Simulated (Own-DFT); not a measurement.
TiO$_{2}$ (rutile, strained, atoms displaced) (calculated)

All values are calculated (Own-DFT development build). A calculation, not a measurement: plane-wave PBE density functional theory by an unreviewed code, no spin, of a simulated periodic cell, stress positive in tension, free energy of the whole cell less one offset for each atom, oxygen file: force components 24 meV/angstrom off all-electron in one glass; forces on such cells passed a denser k mesh, this cell's mesh not checked; offsets are fitted by least squares, one for each functional and potential file, so energies compare only between cells with the same atoms and settings and are not formation energies; the far tail of each file's local potential was reset to the Coulomb form; each entry is a single point on an unrelaxed cell, so the pressure reflects the starting lattice, mostly measured values (interpolated for alloys), from which strain is counted, and rises with the displacements; printed positions are rounded, which can move forces by about a meV/angstrom; the program, named Own-DFT, is a retired in-house code; no spin-orbit coupling; before rounding, a Quantum ESPRESSO 7.3.1 run of the same cell and cutoff gave forces within 1 meV/angstrom rms on each cell, which checks the program and not the settings.

Settings shared by all entries: functional PBE; potential files PseudoDojo norm-conserving, scalar-relativistic, standard set; wave cutoff 72 hartree; occupations Fermi-Dirac; smearing width 0.1 eV; k mesh 3 x 3 x 3 centred on Gamma.

(1) 
```cif
# cell vector a (Å): 9.0328 -0.1770 -0.1023
# cell vector b (Å): -0.1770 9.0498 0.0387
# cell vector c (Å): -0.0988 0.0374 8.8107
data_TiO2
_symmetry_space_group_name_H-M 'P 1'
_symmetry_Int_Tables_number 1
_cell_length_a 9.0351
_cell_length_b 9.0516
_cell_length_c 8.8113
_cell_angle_alpha 89.499
_cell_angle_beta 91.296
_cell_angle_gamma 92.246
_cell_volume 719.85
loop_
_atom_site_label
_atom_site_type_symbol
_atom_site_fract_x
_atom_site_fract_y
_atom_site_fract_z
_atom_site_occupancy
Ti1 Ti 0.99159 0.99578 0.00288 1
Ti2 Ti 0.25778 0.25108 0.17163 1
O1 O 0.15831 0.15098 0.00001 1
O2 O 0.34375 0.35449 0.00643 1
O3 O 0.39198 0.10202 0.16658 1
O4 O 0.09142 0.40015 0.16638 1
Ti3 Ti 0.00461 0.99108 0.33209 1
Ti4 Ti 0.24804 0.24628 0.50100 1
O5 O 0.15286 0.16002 0.33375 1
O6 O 0.34953 0.34682 0.32638 1
O7 O 0.39961 0.09915 0.50592 1
O8 O 0.09495 0.40788 0.50180 1
Ti5 Ti 0.00480 0.99498 0.67347 1
Ti6 Ti 0.25029 0.24519 0.83906 1
O9 O 0.15041 0.15503 0.66239 1
O10 O 0.33897 0.34827 0.66610 1
O11 O 0.41036 0.09775 0.83702 1
O12 O 0.10025 0.39276 0.83094 1
Ti7 Ti 0.00749 0.50057 0.99358 1
Ti8 Ti 0.25044 0.74047 0.17138 1
O13 O 0.15766 0.65471 0.00209 1
O14 O 0.34326 0.83801 0.00137 1
O15 O 0.39928 0.60432 0.17155 1
O16 O 0.09251 0.90150 0.17149 1
Ti9 Ti 0.99919 0.50199 0.32298 1
Ti10 Ti 0.24993 0.75419 0.50216 1
O17 O 0.15177 0.65302 0.31667 1
O18 O 0.36210 0.84613 0.32261 1
O19 O 0.40904 0.58958 0.49220 1
O20 O 0.09423 0.90631 0.50463 1
Ti11 Ti 0.99706 0.50514 0.65951 1
Ti12 Ti 0.24994 0.75830 0.83014 1
O21 O 0.15614 0.66496 0.66777 1
O22 O 0.34613 0.84735 0.66537 1
O23 O 0.39999 0.60531 0.83118 1
O24 O 0.09594 0.90924 0.83789 1
Ti13 Ti 0.50965 0.01144 0.99829 1
Ti14 Ti 0.75794 0.25722 0.16387 1
O25 O 0.64501 0.14056 0.99569 1
O26 O 0.85297 0.35471 0.99906 1
O27 O 0.89876 0.10281 0.17090 1
O28 O 0.60300 0.39401 0.15819 1
Ti15 Ti 0.50067 0.98762 0.33307 1
Ti16 Ti 0.75566 0.25026 0.50546 1
O29 O 0.64867 0.15244 0.32334 1
O30 O 0.85070 0.34210 0.32270 1
O31 O 0.90578 0.09642 0.50323 1
O32 O 0.59405 0.39417 0.49926 1
Ti17 Ti 0.49731 0.99629 0.66526 1
Ti18 Ti 0.75946 0.25355 0.83644 1
O33 O 0.65290 0.15064 0.67606 1
O34 O 0.84454 0.34385 0.66889 1
O35 O 0.90255 0.10179 0.84068 1
O36 O 0.60423 0.40113 0.82905 1
Ti19 Ti 0.49553 0.49444 0.99439 1
Ti20 Ti 0.75553 0.75319 0.16673 1
O37 O 0.65553 0.64730 0.99927 1
O38 O 0.84424 0.84983 0.99088 1
O39 O 0.90344 0.60572 0.17110 1
O40 O 0.59867 0.89587 0.16827 1
Ti21 Ti 0.49688 0.49619 0.34237 1
Ti22 Ti 0.74946 0.74985 0.50404 1
O41 O 0.65889 0.65852 0.32636 1
O42 O 0.84110 0.84310 0.32773 1
O43 O 0.90188 0.60048 0.50302 1
O44 O 0.60866 0.89633 0.50438 1
Ti23 Ti 0.49359 0.49348 0.66544 1
Ti24 Ti 0.74848 0.74229 0.83687 1
O45 O 0.64179 0.66301 0.68004 1
O46 O 0.84317 0.85048 0.66311 1
O47 O 0.89230 0.60023 0.82610 1
O48 O 0.60180 0.89690 0.82811 1
_calc_free_energy_of_cell_above_offsets '-12.690'  # eV
_calc_pressure 18.15  # GPa
_calc_stress_xx -18.49  # GPa
_calc_stress_yy -17.8  # GPa
_calc_stress_zz -18.14  # GPa
_calc_stress_yz 0.59  # GPa
_calc_stress_xz -3.84  # GPa
_calc_stress_xy -10.34  # GPa
```

Force:
| element | x (eV/Å) | y (eV/Å) | z (eV/Å) |
| --- | --- | --- | --- |
| Ti | 0.394 | 1.271 | 0.754 |
| Ti | -0.828 | -1.389 | -0.966 |
| O | -0.746 | -0.434 | -0.328 |
| O | -0.054 | -0.016 | -1.014 |
| O | 1.158 | -1.034 | 0.074 |
| O | 0.145 | 0.44 | -0.186 |
| Ti | -1.158 | 1.426 | -0.247 |
| Ti | -0.101 | -0.148 | -0.136 |
| O | -1.058 | -1.092 | 0.125 |
| O | 0.444 | 0.837 | 1.577 |
| O | 0.104 | -0.336 | -0.606 |
| O | 0.276 | 0.002 | 0.088 |
| Ti | -1.828 | 0.857 | -0.759 |
| Ti | -0.418 | -0.389 | 0.161 |
| O | -0.052 | -0.467 | 0.593 |
| O | 1.092 | 0.899 | 0.344 |
| O | -1.444 | 0.573 | -1.221 |
| O | -0.796 | 1.435 | 0.316 |
| Ti | 0.554 | 0.252 | -0.194 |
| Ti | 2.002 | 1.289 | -3.239 |
| O | -2.009 | -1.505 | -1.211 |
| O | 0.889 | 1.652 | -0.631 |
| O | 1.03 | -1.412 | -0.342 |
| O | 0.277 | -0.024 | -0.047 |
| Ti | -0.163 | -0.774 | 0.324 |
| Ti | -0.305 | -0.198 | -0.6 |
| O | -0.863 | -0.525 | 3.912 |
| O | -2.343 | -1.301 | 2.052 |
| O | -1.853 | 1.909 | 0.879 |
| O | 1.722 | -1.624 | -0.361 |
| Ti | 0.472 | -0.446 | 0.052 |
| Ti | 1.284 | 0.158 | 3.626 |
| O | -1.546 | -1.817 | -1.69 |
| O | 0.241 | 0.277 | -1.145 |
| O | 0.245 | -1.12 | -0.338 |
| O | 0.698 | -0.872 | 0.207 |
| Ti | -2.76 | -4.226 | 0.638 |
| Ti | -1.791 | -1.056 | 1.107 |
| O | 3.847 | 3.619 | 0.015 |
| O | -0.466 | -0.33 | -0.212 |
| O | 0.883 | -1.104 | -0.597 |
| O | -0.877 | 0.978 | -0.037 |
| Ti | 2.469 | 2.441 | -0.67 |
| Ti | -0.74 | -2.411 | -1.637 |
| O | 0.232 | 0.014 | 0.939 |
| O | 0.568 | 1.161 | 2.15 |
| O | -0.798 | 0.707 | -0.265 |
| O | 0.529 | 0.235 | 0.564 |
| Ti | 2.147 | 0.864 | 0.967 |
| Ti | -0.853 | -0.851 | -0.64 |
| O | 0.19 | 0.164 | -1.004 |
| O | 1.199 | 1.327 | -0.173 |
| O | 0.079 | 0.074 | -0.476 |
| O | -1.007 | 0.283 | 0.266 |
| Ti | 1.429 | 1.305 | 0.984 |
| Ti | -1.633 | -0.611 | -0.75 |
| O | -0.555 | -0.375 | 0.266 |
| O | 0.895 | 0.722 | 1.094 |
| O | 0.509 | -0.638 | -0.897 |
| O | -0.432 | 0.837 | -0.036 |
| Ti | 1.827 | 0.517 | -2.748 |
| Ti | -0.664 | -0.335 | -0.14 |
| O | -1.548 | -2.063 | 0.803 |
| O | 2.245 | 2.024 | 1.816 |
| O | -0.043 | -0.177 | -0.389 |
| O | -1.792 | 1.342 | -0.306 |
| Ti | 0.886 | 0.437 | 1.208 |
| Ti | -1.056 | 0.514 | -0.193 |
| O | -0.756 | -1.747 | -2.512 |
| O | 1.341 | 0.428 | 0.449 |
| O | 2.142 | -1.359 | 0.205 |
| O | -1.11 | 0.935 | 0.386 |

(2) 
```cif
# cell vector a (Å): 9.0467 0.1119 0.0167
# cell vector b (Å): 0.1119 9.1117 -0.1362
# cell vector c (Å): 0.0161 -0.1315 8.9718
data_TiO2
_symmetry_space_group_name_H-M 'P 1'
_symmetry_Int_Tables_number 1
_cell_length_a 9.0474
_cell_length_b 9.1134
_cell_length_c 8.9728
_cell_angle_alpha 91.695
_cell_angle_beta 89.802
_cell_angle_gamma 88.589
_cell_volume 739.28
loop_
_atom_site_label
_atom_site_type_symbol
_atom_site_fract_x
_atom_site_fract_y
_atom_site_fract_z
_atom_site_occupancy
Ti1 Ti 0.98585 0.00197 0.99952 1
Ti2 Ti 0.25234 0.25134 0.16619 1
O1 O 0.15186 0.15466 0.00618 1
O2 O 0.34249 0.35024 0.00482 1
O3 O 0.40791 0.09634 0.18069 1
O4 O 0.09144 0.40511 0.16261 1
Ti3 Ti 0.99887 0.00848 0.32736 1
Ti4 Ti 0.25336 0.24747 0.50084 1
O5 O 0.16026 0.15389 0.34061 1
O6 O 0.34610 0.35547 0.33916 1
O7 O 0.40717 0.09536 0.50284 1
O8 O 0.09266 0.40262 0.49516 1
Ti5 Ti 0.99905 0.98819 0.66015 1
Ti6 Ti 0.25646 0.25129 0.82828 1
O9 O 0.15714 0.15209 0.67345 1
O10 O 0.35244 0.34628 0.67090 1
O11 O 0.39415 0.10470 0.83424 1
O12 O 0.09379 0.40276 0.83486 1
Ti7 Ti 0.00717 0.49952 0.99988 1
Ti8 Ti 0.25010 0.74692 0.16146 1
O13 O 0.16218 0.65127 0.00117 1
O14 O 0.34505 0.84927 0.99830 1
O15 O 0.40382 0.59576 0.16919 1
O16 O 0.09919 0.91062 0.17888 1
Ti9 Ti 0.99785 0.50316 0.32392 1
Ti10 Ti 0.25450 0.75611 0.50318 1
O17 O 0.15344 0.65214 0.32320 1
O18 O 0.34946 0.84721 0.32715 1
O19 O 0.39147 0.60238 0.49616 1
O20 O 0.09360 0.90065 0.49505 1
Ti11 Ti 0.98893 0.50296 0.66203 1
Ti12 Ti 0.24346 0.75925 0.83533 1
O21 O 0.16011 0.65416 0.66712 1
O22 O 0.34051 0.84353 0.65874 1
O23 O 0.39906 0.60213 0.83258 1
O24 O 0.09855 0.90431 0.83804 1
Ti13 Ti 0.49513 0.00294 0.00646 1
Ti14 Ti 0.75104 0.25086 0.18004 1
O25 O 0.64651 0.14234 0.00005 1
O26 O 0.85418 0.34497 0.00638 1
O27 O 0.90681 0.09824 0.16626 1
O28 O 0.60453 0.41120 0.15849 1
Ti15 Ti 0.49628 0.99792 0.32412 1
Ti16 Ti 0.74480 0.25886 0.50066 1
O29 O 0.65708 0.15642 0.34309 1
O30 O 0.85266 0.35027 0.33564 1
O31 O 0.90149 0.10340 0.50923 1
O32 O 0.58942 0.40309 0.50415 1
Ti17 Ti 0.50634 0.99807 0.66355 1
Ti18 Ti 0.75135 0.25404 0.83572 1
O33 O 0.63911 0.15764 0.67656 1
O34 O 0.84367 0.34277 0.65845 1
O35 O 0.90621 0.09399 0.83308 1
O36 O 0.60792 0.40086 0.83893 1
Ti19 Ti 0.50416 0.50017 0.00515 1
Ti20 Ti 0.75401 0.75610 0.16596 1
O37 O 0.64248 0.65333 0.98909 1
O38 O 0.84130 0.85563 0.99297 1
O39 O 0.90317 0.59263 0.16096 1
O40 O 0.59482 0.90774 0.15950 1
Ti21 Ti 0.49859 0.49753 0.33396 1
Ti22 Ti 0.76359 0.74514 0.49748 1
O41 O 0.64965 0.64204 0.33450 1
O42 O 0.84899 0.84990 0.33200 1
O43 O 0.90454 0.58814 0.49679 1
O44 O 0.59420 0.90280 0.49010 1
Ti23 Ti 0.49814 0.49911 0.66255 1
Ti24 Ti 0.75409 0.75158 0.84467 1
O45 O 0.64410 0.66036 0.65881 1
O46 O 0.84544 0.84413 0.67582 1
O47 O 0.91142 0.59184 0.83016 1
O48 O 0.60783 0.90064 0.82270 1
_calc_free_energy_of_cell_above_offsets '-14.850'  # eV
_calc_pressure 9.86  # GPa
_calc_stress_xx -11.41  # GPa
_calc_stress_yy -11.07  # GPa
_calc_stress_zz -7.08  # GPa
_calc_stress_yz -4.34  # GPa
_calc_stress_xz -0.39  # GPa
_calc_stress_xy 5.71  # GPa
```

Force:
| element | x (eV/Å) | y (eV/Å) | z (eV/Å) |
| --- | --- | --- | --- |
| Ti | 2.394 | 1.452 | -1.391 |
| Ti | -0.864 | 0.326 | -1.155 |
| O | -0.102 | -0.367 | 0.558 |
| O | 0.751 | 0.191 | 0.648 |
| O | -1.399 | 1.728 | -1.94 |
| O | 1.291 | -1.133 | 0.533 |
| Ti | 1.016 | 0.21 | 1.604 |
| Ti | -0.642 | 0.326 | 0.726 |
| O | -0.887 | -0.472 | -0.746 |
| O | 0.184 | -0.548 | -0.423 |
| O | -0.644 | 0.627 | -0.43 |
| O | 0.751 | -0.388 | 0.185 |
| Ti | 0.094 | 1.252 | 0.079 |
| Ti | -1.263 | 0.363 | 0.46 |
| O | -0.574 | -0.369 | -0.979 |
| O | 0.143 | 0.501 | -0.38 |
| O | 1.658 | -2.053 | 0.428 |
| O | 0.368 | -0.312 | -0.576 |
| Ti | 0.397 | -1.166 | -1.586 |
| Ti | 0.001 | 0.149 | 1.459 |
| O | -1.294 | -0.335 | -0.37 |
| O | 0.744 | 0.807 | 0.445 |
| O | 0.019 | 0.173 | 0.116 |
| O | 0.06 | -0.797 | -1.227 |
| Ti | 2.264 | 0.028 | 0.843 |
| Ti | -0.756 | -0.789 | -0.845 |
| O | -0.781 | -0.228 | 0.027 |
| O | 0.369 | 0.495 | 0.202 |
| O | 1.694 | -1.548 | 0.036 |
| O | -0.357 | 0.229 | -0.193 |
| Ti | 2.452 | -1.173 | 0.283 |
| Ti | 1.129 | -1.662 | -1.103 |
| O | -1.634 | -0.573 | -0.252 |
| O | 1.415 | 1.819 | 1.431 |
| O | 0.765 | -0.847 | -0.027 |
| O | -0.622 | 0.244 | 0.002 |
| Ti | 0.034 | 0.452 | -2.383 |
| Ti | -0.239 | 0.501 | -1.632 |
| O | 0.761 | 0.93 | 0.316 |
| O | -0.738 | -0.588 | -0.01 |
| O | -1.352 | 0.919 | 0.522 |
| O | 0.531 | -1.352 | 0.957 |
| Ti | 0.01 | -1.423 | 3.648 |
| Ti | 0.575 | -1.234 | 0.961 |
| O | -0.399 | -0.375 | -1.557 |
| O | -1.092 | -0.652 | -0.214 |
| O | 0.038 | -0.638 | -0.139 |
| O | 0.703 | -0.359 | -0.991 |
| Ti | 0.298 | -0.051 | -0.298 |
| Ti | 0.096 | -0.521 | 0.446 |
| O | 0.769 | -0.014 | -0.64 |
| O | 0.62 | 0.971 | 1.361 |
| O | -0.537 | 0.395 | 0.31 |
| O | -0.855 | 0.78 | -0.452 |
| Ti | -1.421 | 0.293 | -1.631 |
| Ti | -0.712 | -1.137 | 1.102 |
| O | 1.445 | 0.981 | 1.087 |
| O | 0.374 | -0.531 | 2.087 |
| O | -1.859 | 2.2 | 0.242 |
| O | 1.596 | -1.607 | 0.156 |
| Ti | -0.834 | 0.826 | -0.106 |
| Ti | -2.538 | 0.411 | 1.375 |
| O | 1.468 | 1.514 | -0.461 |
| O | -0.624 | -0.549 | -0.68 |
| O | -1.296 | 1.754 | 0.07 |
| O | 1.159 | -0.582 | 0.707 |
| Ti | -0.851 | 2.072 | 2.107 |
| Ti | -1.896 | -1.197 | -2.848 |
| O | 0.71 | -0.746 | -0.302 |
| O | 0.958 | 0.076 | -1.266 |
| O | -1.761 | 1.701 | 0.83 |
| O | -1.28 | 0.617 | 0.885 |

(3) 
```cif
# cell vector a (Å): 9.1760 -0.0869 0.1081
# cell vector b (Å): -0.0869 9.2463 0.0270
# cell vector c (Å): 0.1044 0.0261 9.0536
data_TiO2
_symmetry_space_group_name_H-M 'P 1'
_symmetry_Int_Tables_number 1
_cell_length_a 9.1770
_cell_length_b 9.2467
_cell_length_c 9.0542
_cell_angle_alpha 89.674
_cell_angle_beta 88.666
_cell_angle_gamma 91.079
_cell_volume 767.96
loop_
_atom_site_label
_atom_site_type_symbol
_atom_site_fract_x
_atom_site_fract_y
_atom_site_fract_z
_atom_site_occupancy
Ti1 Ti 0.00525 0.98803 0.00398 1
Ti2 Ti 0.24757 0.25175 0.16674 1
O1 O 0.14946 0.15544 0.99898 1
O2 O 0.34256 0.35300 0.00232 1
O3 O 0.40975 0.09029 0.16464 1
O4 O 0.09787 0.40230 0.17468 1
Ti3 Ti 0.99749 0.00115 0.33431 1
Ti4 Ti 0.25153 0.25292 0.50465 1
O5 O 0.15646 0.16286 0.32799 1
O6 O 0.35775 0.34652 0.33301 1
O7 O 0.39416 0.09640 0.50998 1
O8 O 0.09813 0.40063 0.50383 1
Ti5 Ti 0.99471 0.00759 0.66031 1
Ti6 Ti 0.25051 0.24228 0.82813 1
O9 O 0.15660 0.14876 0.66543 1
O10 O 0.34776 0.33945 0.66118 1
O11 O 0.39700 0.09398 0.84028 1
O12 O 0.09643 0.39952 0.84181 1
Ti7 Ti 0.00169 0.50337 0.01130 1
Ti8 Ti 0.24633 0.74264 0.17059 1
O13 O 0.15373 0.65827 0.00011 1
O14 O 0.34464 0.84875 0.00314 1
O15 O 0.39399 0.60572 0.16392 1
O16 O 0.10758 0.90798 0.17866 1
Ti9 Ti 0.00502 0.50747 0.32738 1
Ti10 Ti 0.24778 0.75351 0.49837 1
O17 O 0.14577 0.65141 0.32397 1
O18 O 0.33661 0.85145 0.33508 1
O19 O 0.39443 0.59398 0.50202 1
O20 O 0.08554 0.89904 0.50357 1
Ti11 Ti 0.00167 0.50075 0.66282 1
Ti12 Ti 0.25406 0.75224 0.83920 1
O21 O 0.14757 0.66455 0.67343 1
O22 O 0.35745 0.84516 0.66969 1
O23 O 0.39940 0.59455 0.83242 1
O24 O 0.10632 0.90231 0.83489 1
Ti13 Ti 0.49664 0.01037 0.00410 1
Ti14 Ti 0.74340 0.25647 0.15960 1
O25 O 0.65084 0.16609 0.00233 1
O26 O 0.84187 0.34851 0.99520 1
O27 O 0.90143 0.09225 0.16782 1
O28 O 0.60341 0.39550 0.16178 1
Ti15 Ti 0.49663 0.98691 0.33519 1
Ti16 Ti 0.75265 0.24699 0.49794 1
O29 O 0.65478 0.15073 0.33232 1
O30 O 0.82634 0.34221 0.34319 1
O31 O 0.89610 0.09247 0.50856 1
O32 O 0.60284 0.39197 0.49942 1
Ti17 Ti 0.49701 0.01079 0.64993 1
Ti18 Ti 0.74828 0.24384 0.83344 1
O33 O 0.64608 0.15412 0.66993 1
O34 O 0.85052 0.34674 0.66571 1
O35 O 0.89732 0.08815 0.83561 1
O36 O 0.59859 0.39711 0.83898 1
Ti19 Ti 0.50880 0.49495 0.99907 1
Ti20 Ti 0.74404 0.74757 0.16837 1
O37 O 0.65623 0.64237 0.99992 1
O38 O 0.85065 0.84943 0.99979 1
O39 O 0.90297 0.59323 0.17884 1
O40 O 0.59214 0.90505 0.17237 1
Ti21 Ti 0.49777 0.49214 0.32768 1
Ti22 Ti 0.75057 0.75556 0.49489 1
O41 O 0.66381 0.65073 0.32192 1
O42 O 0.85607 0.84717 0.33039 1
O43 O 0.89412 0.59180 0.49691 1
O44 O 0.60312 0.90064 0.50404 1
Ti23 Ti 0.50014 0.49646 0.66320 1
Ti24 Ti 0.74488 0.74197 0.83087 1
O45 O 0.65921 0.65045 0.66078 1
O46 O 0.84307 0.84168 0.67141 1
O47 O 0.90708 0.60393 0.83168 1
O48 O 0.59841 0.89252 0.83580 1
_calc_free_energy_of_cell_above_offsets '-15.892'  # eV
_calc_pressure 0.72  # GPa
_calc_stress_xx -2.86  # GPa
_calc_stress_yy -2.13  # GPa
_calc_stress_zz 2.83  # GPa
_calc_stress_yz 1.48  # GPa
_calc_stress_xz 3.23  # GPa
_calc_stress_xy -3.57  # GPa
```

Force:
| element | x (eV/Å) | y (eV/Å) | z (eV/Å) |
| --- | --- | --- | --- |
| Ti | -0.284 | 0.084 | -0.545 |
| Ti | -0.05 | -0.472 | -1.489 |
| O | 0.49 | 0.166 | 0.56 |
| O | 0.563 | -0.212 | 0.067 |
| O | -1.208 | 1.216 | 1.267 |
| O | -0.111 | -0.042 | -0.608 |
| Ti | 0.034 | 0.349 | -1.471 |
| Ti | -1.108 | 0.293 | -0.708 |
| O | -0.503 | -0.781 | 1.056 |
| O | -0.101 | 0.018 | -0.198 |
| O | 0.218 | -0.132 | -1.541 |
| O | 0.509 | 0.013 | -0.418 |
| Ti | -0.401 | -1.286 | 1.912 |
| Ti | -0.727 | 0.432 | 1.792 |
| O | -0.428 | 0.136 | -0.087 |
| O | 0.639 | 0.805 | 0.348 |
| O | 0.279 | 0.364 | -0.402 |
| O | 0.067 | 0.35 | -0.241 |
| Ti | -0.127 | -0.477 | -3.12 |
| Ti | 0.735 | 1.236 | -2.315 |
| O | -1.085 | -1.023 | 0.892 |
| O | 0.405 | 0.203 | 0.168 |
| O | 1.69 | -1.54 | 0.899 |
| O | -0.675 | 0.111 | -0.375 |
| Ti | -1.492 | -1.039 | 2.27 |
| Ti | -0.285 | -0.118 | 2.749 |
| O | 0.333 | 0.214 | 1.743 |
| O | 0.649 | 0.016 | 0.41 |
| O | 0.824 | -0.362 | -0.538 |
| O | 1.079 | -0.139 | -0.373 |
| Ti | -0.661 | 0.318 | 1.14 |
| Ti | 0.269 | 0.832 | -0.744 |
| O | 0.165 | -0.701 | -1.114 |
| O | -0.646 | -0.078 | -1.213 |
| O | 0.975 | -0.761 | -0.216 |
| O | -0.518 | 0.525 | 0.176 |
| Ti | 0.132 | -1.698 | -1.998 |
| Ti | 1.696 | -1.51 | 1.58 |
| O | -0.992 | -1.664 | -0.149 |
| O | 1.086 | 0.676 | 0.323 |
| O | 0.344 | 0.149 | 0.354 |
| O | -1.846 | 1.879 | 0.662 |
| Ti | 1.243 | 1.303 | -1.44 |
| Ti | -0.508 | 0.179 | -0.062 |
| O | -1.341 | -1.277 | 0.189 |
| O | 2.561 | 1.519 | -1.682 |
| O | 0.425 | 0.09 | -0.59 |
| O | -1.957 | 1.894 | 0.113 |
| Ti | 0.655 | -1.475 | 3.276 |
| Ti | 1.26 | 0.025 | -0.851 |
| O | -0.167 | -0.254 | 0.425 |
| O | -0.136 | -0.228 | 0.456 |
| O | 0.129 | 0.497 | -0.185 |
| O | -0.671 | 0.675 | -0.632 |
| Ti | -1.382 | 0.022 | -1.512 |
| Ti | 0.618 | 1.218 | -1.541 |
| O | 0.08 | 0.336 | 1.135 |
| O | -0.252 | -0.762 | 0.604 |
| O | -0.266 | 0.227 | -1.069 |
| O | 0.84 | -1.052 | 0.193 |
| Ti | 0.07 | 0.324 | 1.061 |
| Ti | 1.251 | -0.704 | 1.674 |
| O | -1.546 | -0.663 | 1.3 |
| O | -0.812 | -0.366 | -0.132 |
| O | 0.891 | 0.081 | 0.025 |
| O | -0.865 | 0.566 | -0.89 |
| Ti | 0.399 | 0.791 | 0.254 |
| Ti | -0.052 | 1.512 | -0.632 |
| O | -1.275 | -1.043 | -0.104 |
| O | 0.635 | 0.637 | -1.142 |
| O | 0.22 | -0.924 | 0.737 |
| O | 0.02 | 0.504 | 0.518 |
